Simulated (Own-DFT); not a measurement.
# Which defects push the lattice out? zincblende InP

The numbers are computed, not measured, by runs of the plane-wave DFT program Own-DFT (in-house, retired, unreviewed) at fixed positions, with no spin and no spin-orbit coupling.

Settings: PBE; PseudoDojo norm-conserving scalar-relativistic files; cutoff 36 hartree; 3 x 3 x 3 k mesh centred on Gamma; Fermi-Dirac smearing of 0.1 eV.

Known weak points (not all hold for every row): not probed for a lower state with spin; forces on such cells moved up to 12 meV/angstrom on a denser k mesh; stress not checked against mesh or cutoff.

All runs share one cell, with vectors in Å (11.737, 0.000, 0.000); (0.000, 11.737, 0.000); (0.000, 0.000, 11.737) and a volume of 1617.0 Å³. u is the rms random offset of the atoms per axis. The defect's site can differ from row to row.

| cell | formula | u (Å) | P (GPa) |
|---|---|---|---|
| no defect | In32P32 | 0.0203 | 3.20 |
| no defect | In32P32 | 0.0491 | 3.56 |
| no defect | In32P32 | 0.0504 | 3.54 |
| one P on an In site | In31P33 | 0.0297 | 3.12 |
| one P on an In site | In31P33 | 0.0454 | 3.33 |
| one P on an In site | In31P33 | 0.0498 | 3.36 |
| two P vacancies | In32P30 | 0.0284 | 2.88 |
| two P vacancies | In32P30 | 0.0292 | 2.95 |
| two P vacancies | In32P30 | 0.0307 | 2.97 |
| one In on a P site and one P on an In site | In32P32 | 0.0295 | 3.63 |
| one In on a P site and one P on an In site | In32P32 | 0.0300 | 3.68 |
| one In on a P site and one P on an In site | In32P32 | 0.0510 | 3.96 |
| one In on a P site and one P on an In site | In32P32 | 0.0541 | ? |

## Worked fit

P = P0 + c u² + a shift for each defect gives P0 = 3.13 GPa, c = 171 ± 11 GPa/Å² and a scatter of 0.03 GPa. The shifts, and each times the cell's volume:

- one In on a P site and one P on an In site: 0.38 ± 0.02 GPa, 3.8 eV
- one P on an In site: -0.17 ± 0.02 GPa, -1.7 eV
- two P vacancies: -0.34 ± 0.02 GPa, -3.5 eV (-1.7 eV for each of its 2 sites)

Against the defect-free cell, a freed cell would be larger where the shift is positive and smaller where it is negative (160.2 GPa Å³ is 1 eV). The atoms around the defects weren't relaxed, which would change these numbers.

## Prediction

Question: what pressure belongs in the blank (one In on a P site and one P on an In site, u = 0.0541 Å)?

From the fit: 4.01 ± 0.03 GPa. The hidden result is 4.03 GPa.
